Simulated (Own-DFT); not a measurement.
# Which defects push the lattice out? D0_22 TiAl3

Calculated, not measured: single-point runs of Own-DFT, a retired in-house plane-wave DFT program that no person has reviewed, on unrelaxed cells, without spin or spin-orbit coupling.

Settings: PBE; PseudoDojo norm-conserving scalar-relativistic files; cutoff 42 hartree; 4 x 4 x 4 k mesh centred on Gamma; cold (Marzari-Vanderbilt) smearing of 0.2 eV.

Caveats: forces on such cells failed a check on a denser k mesh; stress not checked against mesh or cutoff.

All runs share one cell, with vectors in Å (-2.365, -6.981, 4.326); (-7.667, 3.491, 1.442); (-2.950, -3.488, -7.241) and a volume of 625.4 Å³. The atoms are randomly displaced, by u rms on each axis. The defect's site can differ from row to row.

```
cell,formula,u (Å),P (GPa)
no defect,Al30Ti10,0.0193,1.98
no defect,Al30Ti10,0.0503,2.59
no defect,Al30Ti10,0.0514,2.64
two Ti on an Al site each,Al28Ti12,0.0316,3.39
two Ti on an Al site each,Al28Ti12,0.0543,3.73
two Ti on an Al site each,Al28Ti12,0.0560,4.04
one Ti vacancy,Al30Ti9,0.0292,?
one Ti vacancy,Al30Ti9,0.0305,1.85
one Ti vacancy,Al30Ti9,0.0454,2.15
one Ti vacancy,Al30Ti9,0.0482,2.12
two Al on a Ti site each,Al32Ti8,0.0315,2.90
two Al on a Ti site each,Al32Ti8,0.0468,3.26
two Al on a Ti site each,Al32Ti8,0.0607,3.77
two Al vacancies,Al28Ti10,0.0299,1.17
two Al vacancies,Al28Ti10,0.0484,1.52
two Al vacancies,Al28Ti10,0.0496,1.65
```

## Fit

P = P0 + c u² + a shift for each defect gives P0 = 1.88 GPa, c = 281 ± 22 GPa/Å² and a scatter of 0.08 GPa. The shifts, and each times the cell's volume:

- two Ti on an Al site each: 1.17 ± 0.07 GPa, 4.6 eV (2.3 eV for each of its 2 sites)
- two Al on a Ti site each: 0.78 ± 0.06 GPa, 3.1 eV (1.5 eV for each of its 2 sites)
- one Ti vacancy: -0.34 ± 0.06 GPa, -1.3 eV
- two Al vacancies: -0.97 ± 0.06 GPa, -3.8 eV (-1.9 eV for each of its 2 sites)

A positive shift means that the defect pushes the cell outwards. Shift times volume (160.2 GPa Å³ is 1 eV) depends little on the cell's size, so, taken for each site, it can be compared between cells at like pressure. The atoms around the defects weren't relaxed, which would change these numbers.

## Prediction

Q: what pressure belongs in the blank (one Ti vacancy, u = 0.0292 Å)?

The fitted form gives 1.78 ± 0.09 GPa. The hidden result is 1.81 GPa.
